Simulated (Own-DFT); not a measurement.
# Response to strain: wurtzite AlN, 72 atoms (Al36N36)

All numbers below are calculated, not measured. They come from Own-DFT, an in-house plane-wave density functional program, since retired, whose code no person has reviewed. Each row is one single-point run on a periodic cell that was not relaxed, without spin or spin-orbit coupling.

Settings of every run: PBE; PseudoDojo norm-conserving scalar-relativistic files; cutoff 42 hartree; 3 x 3 x 2 k mesh centred on Gamma; Fermi-Dirac smearing of 0.1 eV.

Known limits: forces on such cells moved up to 12 meV/angstrom on a denser k mesh; stress not checked against mesh or cutoff.

Unstrained cell vectors in Å: (9.336, 0.000, 0.000); (-4.668, 8.085, 0.000); (0.000, 0.000, 9.964). The unstrained cell has measured lattice constants (interpolated for alloys), not those of this functional. That, the random moves and any unrelaxed bonds set the pressure at no strain. Each run strains this cell uniformly, with the atoms carried along. Every atom was also moved at random, by a Gaussian of width 0.05 Å on each axis. Strain is the symmetric tensor, in per cent. Stress is positive in tension, and the pressure is minus a third of its trace.

| run | e_xx (%) | e_yy (%) | e_zz (%) | e_yz (%) | e_xz (%) | e_xy (%) | s_xx (GPa) | s_yy (GPa) | s_zz (GPa) | s_yz (GPa) | s_xz (GPa) | s_xy (GPa) | P (GPa) | E (meV/atom) |
|---|---|---|---|---|---|---|---|---|---|---|---|---|---|---|
| 1 | 1.60 | -1.67 | -0.08 | 1.31 | 0.88 | 0.45 | 2.07 | -13.54 | -6.89 | 3.23 | 2.02 | 1.78 | 6.12 | 17.9 |
| 2 | 0.39 | 0.13 | 1.22 | -0.76 | -1.49 | 0.57 | -1.55 | -5.83 | 0.59 | -0.88 | -4.22 | 2.38 | 2.26 | 15.2 |
| 3 | -1.04 | -0.14 | 0.54 | -1.26 | 0.36 | -0.86 | -9.08 | -8.38 | -4.46 | -3.51 | 1.14 | -2.69 | 7.31 | 16.2 |
| 4 | 1.11 | -0.52 | 0.49 | 0.92 | -0.93 | -0.53 | -0.80 | -5.33 | -2.98 | 2.47 | -2.44 | -1.21 | 3.04 | 0.0 |
| 5 | -1.62 | -0.42 | -1.40 | -1.60 | -0.47 | -0.71 | -16.34 | -8.66 | -15.69 | -4.54 | -0.97 | -2.55 | 13.56 | 38.8 |
| 6 | -1.23 | 1.38 | 0.94 | 0.95 | -0.67 | 0.33 | -7.73 | -1.28 | -1.13 | 3.29 | -1.59 | 1.02 | 3.38 | 16.6 |
| 7 | 1.23 | 0.54 | -0.90 | 1.97 | -1.85 | -1.47 | 0.84 | -3.99 | -10.04 | 5.84 | -5.55 | -4.03 | 4.39 | 30.1 |
| 8 | 0.20 | 1.45 | 1.87 | -1.32 | -0.10 | -1.91 | -2.66 | 1.42 | 4.07 | -3.11 | -0.85 | -6.67 | -0.94 | 22.3 |
| 9 | 0.42 | 0.79 | -1.15 | 1.46 | 0.68 | -0.08 | -3.09 | -2.63 | -11.43 | 4.21 | 1.81 | -0.31 | 5.71 | 20.7 |
| 10 | -1.96 | -0.17 | -1.60 | 0.59 | -1.07 | 1.47 | -15.36 | -11.66 | -15.25 | 0.36 | -2.01 | 4.83 | 14.09 | 41.6 |
| 11 | -1.29 | 1.50 | -0.57 | -0.53 | 0.49 | 1.56 | -13.23 | -0.51 | -5.93 | -1.43 | 0.30 | 3.56 | 6.56 | 28.4 |
| 12 | -0.27 | 1.70 | 1.55 | -0.48 | 1.49 | 1.47 | -6.06 | 3.73 | 1.79 | -1.87 | 3.98 | 5.84 | 0.18 | 20.3 |
| 13 | -1.91 | 1.36 | 0.84 | -1.70 | -0.74 | 0.03 | -12.71 | -2.57 | -0.65 | -5.20 | -1.94 | 0.07 | 5.31 | 21.3 |
| 14 | -0.44 | 0.82 | -1.77 | -0.48 | -0.56 | 0.96 | -7.43 | -5.62 | -14.91 | -1.72 | -0.82 | 4.92 | 9.32 | 39.0 |
| 15 | 0.69 | 1.53 | 0.95 | 0.14 | -1.29 | 0.57 | -2.28 | 3.38 | 0.06 | 0.36 | -2.43 | 3.18 | -0.38 | 19.5 |
| 16 | 0.94 | -0.20 | 1.18 | -1.10 | -0.34 | 0.38 | -0.26 | -4.37 | -0.81 | -2.64 | -1.16 | 1.44 | 1.82 | 13.1 |
| 17 | -0.63 | -1.83 | -0.63 | 0.62 | 0.83 | -0.40 | -10.62 | -18.39 | -9.12 | 1.93 | 2.26 | -1.70 | 12.71 | 35.1 |
| 18 | 0.57 | 0.16 | -1.54 | -0.94 | 1.84 | -0.34 | ? | ? | ? | ? | ? | ? | ? | ? |

E is the free energy for each atom above the lowest run shown.

## Worked fit

Each stress component was fitted by least squares to a constant and the strains of the runs shown, as fractions, with shears doubled. Shear strains stay in the fit of a normal stress only where such slopes are resolved. The slopes, in GPa:

| stress | at no strain | per e_xx | per e_yy | per e_zz | scatter |
|---|---|---|---|---|---|
| s_xx | -5.4 | 481 ± 32 | 46 ± 34 | 72 ± 32 | 1.35 |
| s_yy | -6.6 | 129 ± 34 | 499 ± 36 | 72 ± 34 | 1.44 |
| s_zz | -6.1 | 28 ± 26 | 64 ± 28 | 503 ± 26 | 1.09 |

Each shear stress against twice its own strain: yz 138 ± 8, xz 125 ± 8, xy 174 ± 11 GPa. These are stiffnesses along x, y and z of the frame in which the cell vectors are given, which need not be the crystal's axes. The atoms are held to the strained lattice; where symmetry lets them move under strain, relaxing them would lower some slopes. The table should be nearly symmetric about its diagonal, and what it lacks of that shows the noise. A ninth of its sum, 210 ± 4 GPa, estimates the bulk modulus near the mean pressure of these runs, 5.6 GPa, so it lies above the value at zero pressure.

## Withheld run

Question: what normal stresses and pressure should run 18 give?

The fit gives s_xx = -3.7, s_yy = -6.1, s_zz = -13.5 and P = 7.8 GPa. The calculation gave -3.55, -6.12, -15.42 and P = 8.37 GPa.
